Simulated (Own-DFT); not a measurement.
# What random displacements cost in monoclinic HfO2, 96 atoms (Hf32O64)

These are calculations, not measurements. The program, named Own-DFT, is a retired in-house plane-wave density functional code that no person has reviewed. Each row is one single-point run on a periodic cell that was not relaxed, without spin or spin-orbit coupling.

Settings of every run: PBE; PseudoDojo norm-conserving scalar-relativistic files; cutoff 72 hartree; 2 x 2 x 2 k mesh centred on Gamma; Fermi-Dirac smearing of 0.1 eV.

Known limits, some of them of some rows only: some atoms lie very close together; hafnium file: forces about 75 meV/angstrom off all-electron values; oxygen file: force components 24 meV/angstrom off all-electron in a glass; forces on such cells passed a denser k mesh, each cell not checked; stress not checked against mesh or cutoff.

Cell vectors in Å: (10.234, 0.000, 0.000); (0.000, 10.350, 0.000); (-1.696, 0.000, 10.445). In each run every atom was moved at random and independently from its ideal site; u is the rms move along one axis. E is the free energy for each atom above the fitted value at u = 0, and F the rms of the force components.

```
run,u (Å),E (meV/atom),F (eV/Å),largest force (eV/Å),P (GPa)
1,0.0198,10.2,0.445,1.97,3.89
2,0.0200,9.6,0.428,2.12,4.05
3,0.0487,58.2,1.025,3.69,5.84
4,0.0539,65.5,1.098,4.78,5.93
5,0.0798,164.8,1.875,11.15,9.25
6,0.0831,?,?,?,?
7,0.0863,184.2,2.077,13.78,10.10
8,0.1166,354.3,2.842,12.59,16.38
9,0.1446,537.1,4.000,19.43,19.39
```

## Worked fit

For small independent moves the energy grows as E = (3/2) K u², with K the mean stiffness felt by one atom. The runs with u up to 0.11 Å give K = 16.4 ± 0.5 eV/Å², with residuals divided by u² + 0.0006 Å², since the noise grows with the moves. The scatter is 3.4 meV/atom at u = 0.05 Å. The forces follow F = G u with G = 22.2 eV/Å²; no force at u = 0 is resolved. G exceeds K because the moves of its neighbours add to the force on an atom, and stiffness differs between atoms. At u = 0.145 Å the parabola gives 514 meV/atom and the run 537. The pressure follows P = 3.61 + 874 u² GPa: at fixed volume, shortened bonds push harder than stretched ones pull.

## Withheld run

Question: what energy and rms force should run 6 give?

The fit gives 169 ± 10 meV/atom and about 1.84 eV/Å. The calculation gave 171.1 meV/atom and 1.850 eV/Å.
